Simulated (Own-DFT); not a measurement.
# What random displacements cost in 4H SiC, 72 atoms (C36Si36)

These are calculations, not measurements. They come from Own-DFT, an in-house plane-wave density functional program, since retired, whose code no person has reviewed. Each row is one single-point run on a periodic cell that was not relaxed, without spin or spin-orbit coupling.

Settings of every run: PBE; PseudoDojo norm-conserving scalar-relativistic files; cutoff 42 hartree; 4 x 4 x 3 k mesh centred on Gamma; Fermi-Dirac smearing of 0.1 eV.

Known limits: forces on such cells passed a denser k mesh, each cell not checked; stress not checked against mesh or cutoff.

Cell vectors in Å: (9.248, 0.000, 0.000); (-4.624, 8.009, 0.000); (0.000, 0.000, 10.068). In each run every atom was moved at random and independently from its ideal site; u is the rms move along one axis. E is the free energy for each atom above the fitted value at u = 0, and F the rms of the force components.

| run | u (Å) | E (meV/atom) | F (eV/Å) | largest force (eV/Å) | P (GPa) |
|---|---|---|---|---|---|
| 1 | 0.0294 | 33.3 | 0.840 | 2.87 | 3.71 |
| 2 | 0.0318 | 36.5 | 0.897 | 5.00 | 3.75 |
| 3 | 0.0616 | 141.3 | 1.774 | 6.00 | 6.40 |
| 4 | 0.0633 | ? | ? | ? | ? |
| 5 | 0.1070 | 428.8 | 3.476 | 14.61 | 13.87 |
| 6 | 0.1123 | 465.6 | 3.470 | 12.48 | 14.73 |

## Worked fit

For small independent moves the energy grows as E = (3/2) K u², with K the mean stiffness felt by one atom. The runs with u up to 0.11 Å give K = 24.9 ± 0.5 eV/Å², with residuals divided by u² + 0.0006 Å², since the noise grows with the moves. The scatter is 2.4 meV/atom at u = 0.05 Å. The forces follow F = G u with G = 29.6 eV/Å²; no force at u = 0 is resolved. G exceeds K because the moves of its neighbours add to the force on an atom, and stiffness differs between atoms. The pressure follows P = 2.80 + 965 u² GPa: at fixed volume, shortened bonds push harder than stretched ones pull.

## Withheld run

Question: what energy and rms force should run 4 give?

The fit gives 150 ± 5 meV/atom and about 1.87 eV/Å. The calculation gave 176.0 meV/atom and 2.270 eV/Å. This run lies off the fit, by chance or by something that the fit leaves out.
